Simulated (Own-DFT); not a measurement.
## Calculated data, Si3N4 (beta silicon nitride, atoms displaced)

Computed with Own-DFT development build. A calculation, not a measurement: plane-wave PBE density functional theory by an unreviewed code, no spin, of a simulated periodic cell, stress positive in tension, free energy of the whole cell less one offset for each atom, forces on such cells passed a denser k mesh, this cell's mesh not checked; offsets are fitted by least squares, one for each functional and potential file, so energies compare only between cells with the same atoms and settings and are not formation energies; the far tail of each file's local potential was reset to the Coulomb form; each entry is a single point on an unrelaxed cell, so the pressure reflects the starting lattice, mostly measured values (interpolated for alloys), from which strain is counted, and rises with the displacements; printed positions are rounded, which can move forces by about a meV/angstrom; the program, named Own-DFT, is a retired in-house code; no spin-orbit coupling.

Settings shared by all entries: functional PBE; potential files PseudoDojo norm-conserving, scalar-relativistic, standard set; wave cutoff 42 hartree; occupations Fermi-Dirac; smearing width 0.1 eV; k mesh 3 x 3 x 3 centred on Gamma.

(1) Si3N4 (beta silicon nitride, atoms displaced)

```
cell vectors (Å)
   7.6060     0.0000     0.0000
  -3.8030     6.5870     0.0000
   0.0000     0.0000     8.7270
atoms (fractions of the cell vectors)
Si  0.16816  0.77026  0.08616
Si  0.22924  0.40249  0.08196
Si  0.59538  0.82570  0.08121
Si  0.82809  0.23048  0.24838
Si  0.77137  0.59664  0.25137
Si  0.40786  0.17586  0.25162
N   0.33151  0.03258  0.08885
N   0.97052  0.30425  0.08199
N   0.69632  0.66816  0.08691
N   0.67604  0.96646  0.24795
N   0.02944  0.69538  0.25429
N   0.29461  0.32680  0.24900
N   0.33192  0.66343  0.08043
N   0.66988  0.33724  0.25120
Si  0.18239  0.77659  0.41464
Si  0.22873  0.40085  0.41729
Si  0.59707  0.82962  0.41925
Si  0.82911  0.22871  0.58035
Si  0.76816  0.59746  0.58132
Si  0.40592  0.17859  0.58222
N   0.33113  0.02639  0.41825
N   0.96572  0.29721  0.41326
N   0.69373  0.66545  0.41791
N   0.66937  0.97196  0.58074
N   0.03014  0.69672  0.58366
N   0.29762  0.33094  0.58169
N   0.33131  0.66083  0.41576
N   0.66830  0.33783  0.58068
Si  0.17318  0.76900  0.75097
Si  0.23338  0.40288  0.75017
Si  0.59554  0.82950  0.75001
Si  0.82752  0.23199  0.91854
Si  0.76912  0.59384  0.91882
Si  0.40451  0.17087  0.91404
N   0.33108  0.03410  0.74911
N   0.97310  0.30378  0.74839
N   0.69533  0.66168  0.74549
N   0.66889  0.96428  0.91506
N   0.03121  0.69718  0.91535
N   0.30639  0.33445  0.91628
N   0.33233  0.66300  0.75242
N   0.66646  0.33092  0.91725
```

The calculation gives: free energy of cell above offsets -7.337 eV; pressure 5.35 GPa; stress xx -3.51 GPa; stress yy -5.53 GPa; stress zz -7 GPa; stress yz -1.24 GPa; stress xz -0.3 GPa; stress xy -0.26 GPa.

Force:
```
element  x (eV/Å)  y (eV/Å)  z (eV/Å)
     Si      1.92    -0.498    -0.345
     Si     0.384     0.995     0.078
     Si    -0.963    -0.969     0.592
     Si    -1.051    -0.078    -0.165
     Si    -0.696    -0.402     0.491
     Si     0.087     0.697     0.209
      N    -0.183    -0.679    -1.416
      N     0.105    -0.422     0.137
      N     1.038    -0.191    -0.861
      N    -0.322     0.756     0.302
      N    -0.073      0.59    -0.674
      N     0.518    -0.498     0.365
      N    -0.677     0.837     0.281
      N     0.067    -0.879    -0.143
     Si    -0.141    -2.979     1.336
     Si    -0.575     0.837    -0.861
     Si    -0.554    -1.667    -1.392
     Si    -1.465     1.515     0.594
     Si     1.077    -0.721     0.017
     Si      0.96     0.095     0.103
      N     0.036      2.27     -0.28
      N     1.067     0.183     0.497
      N     0.156     0.575    -0.533
      N     0.135    -0.188     1.064
      N     0.157     0.719    -0.469
      N     0.498    -0.717     0.252
      N     0.078     1.345     0.071
      N     0.429    -1.181     0.072
     Si     0.847    -0.415    -0.885
     Si    -0.499     0.926     0.062
     Si         0    -1.904    -0.734
     Si    -0.349    -0.168      -1.2
     Si    -0.581    -0.434    -0.729
     Si     0.272     0.849     1.349
      N    -0.086     -0.99    -0.296
      N    -0.302    -0.803     0.355
      N    -0.743     1.181     1.611
      N     0.258     1.755     0.355
      N    -0.804     0.294     0.921
      N     0.023    -0.754     0.081
      N    -0.054     1.088    -0.278
      N     0.006     0.032     0.067
```

(2) Si3N4 (beta silicon nitride, atoms displaced)

```
cell vectors (Å)
   7.6060     0.0000     0.0000
  -3.8030     6.5870     0.0000
   0.0000     0.0000     8.7270
atoms (fractions of the cell vectors)
Si  0.17425  0.76578  0.08539
Si  0.22920  0.39898  0.08460
Si  0.59617  0.82383  0.08335
Si  0.82551  0.23235  0.24942
Si  0.76769  0.59683  0.25341
Si  0.40698  0.17507  0.25109
N   0.33175  0.03212  0.08649
N   0.96822  0.29777  0.08477
N   0.70528  0.67120  0.08078
N   0.67068  0.96763  0.24622
N   0.03260  0.69645  0.24817
N   0.30122  0.33003  0.25461
N   0.33390  0.66683  0.08228
N   0.66888  0.33275  0.25388
Si  0.17099  0.76882  0.41425
Si  0.23512  0.40588  0.41605
Si  0.59454  0.83047  0.41879
Si  0.82713  0.22938  0.58281
Si  0.76895  0.59804  0.58172
Si  0.40144  0.17422  0.58250
N   0.32753  0.02546  0.41904
N   0.96696  0.29640  0.41541
N   0.70115  0.66599  0.41294
N   0.67026  0.97453  0.58292
N   0.02658  0.69712  0.58432
N   0.30131  0.33287  0.57794
N   0.33426  0.66988  0.41640
N   0.66722  0.33220  0.58439
Si  0.17408  0.77559  0.75164
Si  0.23840  0.40668  0.75117
Si  0.59421  0.82242  0.75272
Si  0.82050  0.23109  0.91447
Si  0.76507  0.59004  0.91742
Si  0.40307  0.17639  0.91662
N   0.33402  0.03801  0.74965
N   0.96460  0.30017  0.75124
N   0.69711  0.67087  0.75258
N   0.66426  0.96428  0.91957
N   0.02610  0.69048  0.91165
N   0.30437  0.33259  0.91629
N   0.33376  0.66057  0.74803
N   0.67056  0.33448  0.91385
```

It finds free energy of cell above offsets -7.144 eV; pressure 5.68 GPa; stress xx -5.04 GPa; stress yy -5.05 GPa; stress zz -6.95 GPa; stress yz -0.42 GPa; stress xz 0.85 GPa; stress xy 1.51 GPa.

Force:
```
element  x (eV/Å)  y (eV/Å)  z (eV/Å)
     Si      0.12     0.143     -1.43
     Si    -0.611     1.319     0.189
     Si    -0.554    -0.441     0.092
     Si     0.195    -0.572     0.164
     Si     1.384    -1.056     -2.04
     Si     0.556    -0.212     0.694
      N    -0.367    -0.386    -0.968
      N     0.238    -0.042    -0.868
      N    -0.272    -0.109     1.068
      N     0.043     0.419     1.115
      N    -1.233    -0.234     0.395
      N     0.277    -0.197    -1.417
      N     0.464    -0.995     0.111
      N    -0.923     0.441    -0.326
     Si     0.734     -0.76     1.003
     Si    -1.966     1.014    -0.018
     Si     0.152    -0.583    -0.942
     Si    -0.682     1.257     0.134
     Si     0.132    -1.501     0.874
     Si     1.481     0.655    -0.457
      N     -0.18     1.027    -0.592
      N      1.08     0.473     0.136
      N    -1.842      1.52     1.605
      N     0.241    -1.669     0.719
      N     0.625     0.903    -0.294
      N     0.261    -0.403     1.681
      N     0.071    -0.608     0.028
      N    -0.794     0.363    -0.152
     Si     1.203    -1.326    -0.856
     Si    -1.965    -0.452     -0.93
     Si    -1.133     0.783    -0.568
     Si     1.282    -0.659     0.727
     Si     0.536     0.429    -0.677
     Si     1.723    -0.255     0.674
      N    -0.416    -1.249      0.35
      N      2.01     0.268    -0.265
      N     1.149    -0.663    -0.753
      N     0.117     1.244    -0.789
      N     0.388     0.977     1.562
      N    -0.377    -0.057     0.533
      N    -1.174     1.848     0.089
      N    -1.974    -0.656     0.401
```

(3) Si3N4 (beta silicon nitride, atoms displaced)

```
cell vectors (Å)
   7.6060     0.0000     0.0000
  -3.8030     6.5870     0.0000
   0.0000     0.0000     8.7270
atoms (fractions of the cell vectors)
Si  0.17624  0.76857  0.08712
Si  0.22725  0.40421  0.08494
Si  0.59764  0.82851  0.08052
Si  0.82852  0.23606  0.25151
Si  0.77108  0.60369  0.24949
Si  0.40567  0.17190  0.24563
N   0.33430  0.03294  0.08608
N   0.97067  0.29693  0.08140
N   0.69967  0.66460  0.08507
N   0.66823  0.97114  0.24496
N   0.03163  0.70270  0.25138
N   0.30056  0.32986  0.25184
N   0.33253  0.66856  0.08162
N   0.67367  0.34006  0.24830
Si  0.17421  0.77106  0.41963
Si  0.23649  0.41054  0.41950
Si  0.59930  0.82444  0.41728
Si  0.82657  0.22928  0.58143
Si  0.76547  0.59869  0.58375
Si  0.40108  0.17340  0.58383
N   0.33001  0.02932  0.41616
N   0.96685  0.29959  0.41807
N   0.70086  0.67235  0.41954
N   0.66868  0.97157  0.58303
N   0.02911  0.69760  0.58395
N   0.29867  0.33668  0.58446
N   0.33351  0.66956  0.41793
N   0.66891  0.33269  0.58508
Si  0.17584  0.77416  0.74761
Si  0.23040  0.40103  0.74771
Si  0.59416  0.82651  0.74781
Si  0.82542  0.23249  0.91947
Si  0.77093  0.60134  0.91461
Si  0.40180  0.16930  0.91689
N   0.33316  0.03095  0.75121
N   0.96531  0.29482  0.74926
N   0.69986  0.66220  0.75004
N   0.66961  0.96569  0.91992
N   0.03589  0.70434  0.91698
N   0.30047  0.33534  0.91744
N   0.33527  0.66976  0.75323
N   0.66852  0.33170  0.91342
```

It finds free energy of cell above offsets -7.095 eV; pressure 5.68 GPa; stress xx -4.39 GPa; stress yy -3.8 GPa; stress zz -8.86 GPa; stress yz -0.17 GPa; stress xz -0.27 GPa; stress xy 0.72 GPa.

Force:
```
element  x (eV/Å)  y (eV/Å)  z (eV/Å)
     Si    -0.151     0.147    -0.794
     Si     0.841     0.933    -0.169
     Si    -0.507    -1.494     1.038
     Si     -0.33    -0.435    -0.624
     Si     1.103    -1.744     0.593
     Si     0.775     1.721     1.877
      N    -0.311    -1.155    -1.263
      N    -0.385     -0.02     0.992
      N    -1.236     1.236    -0.974
      N     0.436     0.026     1.443
      N    -0.184     0.158     0.302
      N    -0.204     0.099    -0.025
      N     0.878    -0.479     0.397
      N    -1.121    -0.347     0.173
     Si     0.323    -0.511    -0.498
     Si    -1.233    -0.144     -1.22
     Si     -2.14     1.196    -0.805
     Si    -0.954     0.731     0.851
     Si     2.068    -2.107     0.001
     Si     1.324     0.961    -0.384
      N    -0.254     0.745     0.171
      N     1.569     0.519    -0.444
      N     0.351    -0.111    -0.783
      N     0.362    -0.825    -0.196
      N    -0.454     0.386    -0.051
      N       1.8    -1.346    -0.508
      N       0.6     0.006    -0.027
      N    -1.377     0.316    -0.368
     Si     0.676    -1.404     0.815
     Si    -1.717     1.568      1.78
     Si     0.062    -0.353     0.868
     Si    -0.033    -0.454    -1.074
     Si     1.626    -1.957     1.121
     Si     0.488     1.968     0.379
      N    -0.525     0.251    -0.652
      N     0.961      0.24     0.255
      N    -2.094     1.838    -0.216
      N     0.262     1.096    -1.783
      N    -0.871         0     0.111
      N     0.963    -1.073    -0.136
      N    -0.206    -0.738    -0.517
      N    -1.181     0.557     0.344
```
